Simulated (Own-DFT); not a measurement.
# What a change of functional does to the pressure

All numbers below are calculated, not measured. The program, named Own-DFT, is a retired in-house plane-wave density functional code that no person has reviewed. Each row is one single-point run on a periodic cell that was not relaxed, without spin or spin-orbit coupling.

Known limits, some of them of some rows only: not probed for a lower state with spin; forces on such cells failed a check on a denser k mesh; forces on such cells passed a denser k mesh, each cell not checked; stress not checked against mesh or cutoff.

Each cell was run twice at the same cutoff, k mesh and smearing, with PBE and with PBEsol, on PseudoDojo norm-conserving files made for PBE. Atoms were moved at random from their sites; u is the rms move along one axis. Files made for PBEsol would give a somewhat different change.

| cell | atoms | volume (Å³/atom) | u (Å) | cutoff (hartree) | P with PBE (GPa) | P with PBEsol (GPa) | change (GPa) |
|---|---|---|---|---|---|---|---|
| C40 NbSi2 with two Nb on a Si site each (Nb14Si22) | 36 | 14.64 | 0.046 | 42 | 8.58 | 4.53 | -4.05 |
| C40 NbSi2 with two Nb on a Si site each (Nb14Si22) | 36 | 14.64 | 0.028 | 42 | 7.65 | 3.60 | -4.05 |
| C40 NbSi2 with two Nb on a Si site each (Nb14Si22) | 36 | 14.64 | 0.029 | 42 | 7.56 | 3.51 | -4.05 |
| D0_22 TiAl3 with two Al vacancies (Al28Ti10) | 38 | 16.46 | 0.030 | 42 | 1.09 | -0.74 | -1.83 |
| D0_22 TiAl3 with two Al vacancies (Al28Ti10) | 38 | 16.46 | 0.049 | 42 | 1.78 | -0.05 | -1.84 |
| D0_22 TiAl3 with two Al vacancies (Al28Ti10) | 38 | 16.46 | 0.030 | 42 | 1.28 | ? | ? |
| diamond-structure SiGe in clusters (Ge16Si48) | 64 | 20.66 | 0.059 | 42 | 2.97 | 1.17 | -1.79 |
| diamond-structure SiGe in clusters (Ge16Si48) | 64 | 20.66 | 0.029 | 42 | 2.41 | 0.62 | -1.78 |
| diamond-structure SiGe in clusters (Ge16Si48) | 64 | 20.66 | 0.029 | 42 | 2.48 | 0.69 | -1.79 |
| wurtzite AlGaN with randomly placed atoms (Al27Ga9N36) | 72 | 10.68 | 0.029 | 42 | 5.23 | 2.10 | -3.13 |
| wurtzite AlGaN with randomly placed atoms (Al27Ga9N36) | 72 | 10.26 | 0.047 | 42 | 15.65 | 12.35 | -3.30 |
| wurtzite AlGaN with randomly placed atoms (Al27Ga9N36) | 72 | 10.10 | 0.051 | 42 | 20.47 | 17.10 | -3.37 |

## Worked reading

Mean change of pressure by composition, in GPa: Nb7Si11, -4.05; Al3GaN4, -3.27; Al14Ti5, -1.83; GeSi3, -1.79. At a fixed cell PBEsol gives the lower pressure, because it favours a smaller volume than PBE. Here the change varies more between materials than between cells of one material.

## Withheld value

Question: what PBEsol pressure should the Al28Ti10 cell with the blank give?

Adding the mean change of the cells with its composition, -1.83 GPa, to 1.28 gives -0.6 GPa. The calculation gave -0.55 GPa.
